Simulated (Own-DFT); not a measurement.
# PBE and PBEsol under strain: C11b WSi2, 30 atoms (Si20W10)

The numbers are computed, not measured, by runs of the plane-wave DFT program Own-DFT (in-house, retired, unreviewed) at fixed positions, with no spin and no spin-orbit coupling.

Keep in mind: forces on such cells failed a check on a denser k mesh; stress not checked against mesh or cutoff.

Each geometry was run with PBE and with PBEsol, otherwise alike: PseudoDojo norm-conserving scalar-relativistic files made for PBE; cutoff 50 hartree; 5 x 5 x 5 k mesh centred on Gamma; cold (Marzari-Vanderbilt) smearing of 0.2 eV. Unstrained cell vectors in Å: (-2.149, -5.953, 3.409); (-6.444, 2.976, 1.136); (-2.553, -2.948, -6.757). Each has a uniform strain, of which the change of volume is shown, and random moves of rms u per axis.

| run | volume change (%) | u (Å) | P with PBE (GPa) | P with PBEsol (GPa) |
|---|---|---|---|---|
| 1 | 1.23 | 0.0453 | 3.98 | -0.05 |
| 2 | 0.24 | 0.0519 | 6.82 | 2.74 |
| 3 | -1.15 | 0.0487 | 9.01 | 4.85 |
| 4 | -0.88 | 0.0470 | 7.84 | 3.69 |
| 5 | 1.06 | 0.0511 | 3.97 | -0.05 |
| 6 | -2.96 | 0.0490 | 14.37 | 10.12 |
| 7 | -0.34 | 0.0482 | 6.62 | 2.50 |
| 8 | 0.28 | 0.0484 | 6.01 | 1.92 |
| 9 | 1.84 | 0.0504 | 1.35 | -2.65 |
| 10 | 2.93 | 0.0477 | -0.33 | -4.29 |
| 11 | 0.89 | 0.0409 | 3.58 | ? |

Asked: by how much does PBEsol shrink this cell, and what belongs in the blank?

## Solution

Write v for the change of volume as a fraction. Fitted to v and u², the PBE pressure has a slope of -244 ± 14 GPa in v, with the ions held to the strained lattice. The difference PBEsol less PBE is -4.10 + 5.2 v GPa (slope ± 0.2) and averages -4.09 GPa. Divided by the mean slope of the two, 242 GPa, that makes PBEsol's volume at a given pressure, near 4 GPa, about 1.7 % smaller, or 0.56 % in lengths. At one volume PBEsol's slope is the smaller by 5 GPa, but its pressure there is lower too. If stiffness rises by about 4 GPa for each GPa, PBEsol at equal pressure is stiffer by about 11 GPa. Files made for PBEsol would give a different shift.

For run 11 the line gives -0.48 GPa. The hidden result is -0.46 GPa.
